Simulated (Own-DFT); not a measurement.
# What random displacements cost in monoclinic HfO2, 96 atoms (Hf32O64)

These are calculations, not measurements. The program, named Own-DFT, is a retired in-house plane-wave density functional code that no person has reviewed. Each row is one single-point run on a periodic cell that was not relaxed, without spin or spin-orbit coupling.

Settings of every run: PBE; PseudoDojo norm-conserving scalar-relativistic files; cutoff 72 hartree; 2 x 2 x 2 k mesh centred on Gamma; Fermi-Dirac smearing of 0.1 eV.

Known limits, some of them of some rows only: some atoms lie very close together; hafnium file: forces about 75 meV/angstrom off all-electron values; oxygen file: force components 24 meV/angstrom off all-electron in a glass; forces on such cells passed a denser k mesh, each cell not checked; stress not checked against mesh or cutoff.

Cell vectors in Å: (10.234, 0.000, 0.000); (0.000, 10.350, 0.000); (-1.696, 0.000, 10.445). In each run every atom was moved at random and independently from its ideal site; u is the rms move along one axis. E is the free energy for each atom above the fitted value at u = 0, and F the rms of the force components.

```
run   u (Å)  E (meV/atom)  F (eV/Å)  largest force (eV/Å)  P (GPa)
  1  0.0187          10.1     0.446                  1.82     3.75
  2  0.0194             ?         ?                     ?        ?
  3  0.0196          10.5     0.450                  1.53     3.82
  4  0.0496          59.8     1.050                  4.25     5.15
  5  0.0519          72.4     1.207                  4.80     6.37
  6  0.0735         159.2     2.012                 10.80     9.95
  7  0.0737         153.3     2.044                 12.92     9.51
  8  0.1168         353.7     3.180                 20.57    16.00
  9  0.1894        1053.4     5.898                 31.40    35.80
```

## Worked fit

For small independent moves the energy grows as E = (3/2) K u², with K the mean stiffness felt by one atom. The runs with u up to 0.11 Å give K = 18.3 ± 0.7 eV/Å², with residuals divided by u² + 0.0006 Å², since the noise grows with the moves. The scatter is 5.1 meV/atom at u = 0.05 Å. The forces follow F = G u with G = 24.5 eV/Å²; no force at u = 0 is resolved. G exceeds K because the moves of its neighbours add to the force on an atom, and stiffness differs between atoms. At u = 0.189 Å the parabola gives 986 meV/atom and the run 1053. The pressure follows P = 3.10 + 1193 u² GPa: at fixed volume, shortened bonds push harder than stretched ones pull.

## Withheld run

Question: what energy and rms force should run 2 give?

The fit gives 10 ± 2 meV/atom and about 0.48 eV/Å. The calculation gave 9.8 meV/atom and 0.406 eV/Å.
